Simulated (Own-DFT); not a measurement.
# One host, several defects: C40 NbSi2

No measurement is shown. These are fixed-geometry runs of a retired plane-wave code named Own-DFT, which no person has reviewed; spin and spin-orbit coupling are neglected.

Common settings: PBEsol; PseudoDojo norm-conserving scalar-relativistic files, made for PBE; cutoff 42 hartree; 4 x 4 x 5 k mesh centred on Gamma; cold (Marzari-Vanderbilt) smearing of 0.2 eV.

Known weak points: forces on such cells failed a check on a denser k mesh; stress not checked against mesh or cutoff.

All runs share one cell, with vectors in Å (0.000, 8.324, 0.000); (-9.613, 0.000, 0.000); (0.000, 0.000, 6.586) and a volume of 527.0 Å³. u is the rms random offset of the atoms per axis. The defect's site can differ from row to row.

| cell | formula | u (Å) | P (GPa) |
|---|---|---|---|
| no defect | Nb12Si24 | 0.0184 | -2.22 |
| no defect | Nb12Si24 | 0.0461 | -1.23 |
| no defect | Nb12Si24 | 0.0523 | -0.98 |
| two Nb vacancies | Nb10Si24 | 0.0284 | -3.36 |
| two Nb vacancies | Nb10Si24 | 0.0294 | -3.03 |
| two Nb vacancies | Nb10Si24 | 0.0471 | ? |
| two Nb vacancies | Nb10Si24 | 0.0549 | -2.29 |
| two Nb on a Si site each | Nb14Si22 | 0.0298 | 3.73 |
| two Nb on a Si site each | Nb14Si22 | 0.0301 | 3.34 |
| two Nb on a Si site each | Nb14Si22 | 0.0522 | 4.53 |
| two Si on a Nb site each | Nb10Si26 | 0.0329 | -1.81 |
| two Si on a Nb site each | Nb10Si26 | 0.0450 | -1.38 |
| two Si on a Nb site each | Nb10Si26 | 0.0481 | -0.88 |
| one Si vacancy | Nb12Si23 | 0.0308 | -2.72 |
| one Si vacancy | Nb12Si23 | 0.0519 | -1.85 |
| one Si vacancy | Nb12Si23 | 0.0594 | -0.76 |

## Analysis

P = P0 + c u² + a shift for each defect gives P0 = -2.46 GPa, c = 564 ± 64 GPa/Å² and a scatter of 0.23 GPa. The shifts, and each times the cell's volume:

- two Nb on a Si site each: 5.47 ± 0.19 GPa, 18.0 eV (9.0 eV for each of its 2 sites)
- two Si on a Nb site each: 0.08 ± 0.19 GPa, 0.3 eV (0.1 eV for each of its 2 sites) (not resolved)
- one Si vacancy: -0.67 ± 0.19 GPa, -2.2 eV
- two Nb vacancies: -1.31 ± 0.19 GPa, -4.3 eV (-2.2 eV for each of its 2 sites)

Against the defect-free cell, a freed cell would be larger where the shift is positive and smaller where it is negative (160.2 GPa Å³ is 1 eV). The atoms around the defects weren't relaxed, which would change these numbers.

## Check

Q: what pressure belongs in the blank (two Nb vacancies, u = 0.0471 Å)?

The fitted form gives -2.52 ± 0.27 GPa. DFT gave -2.69 GPa.
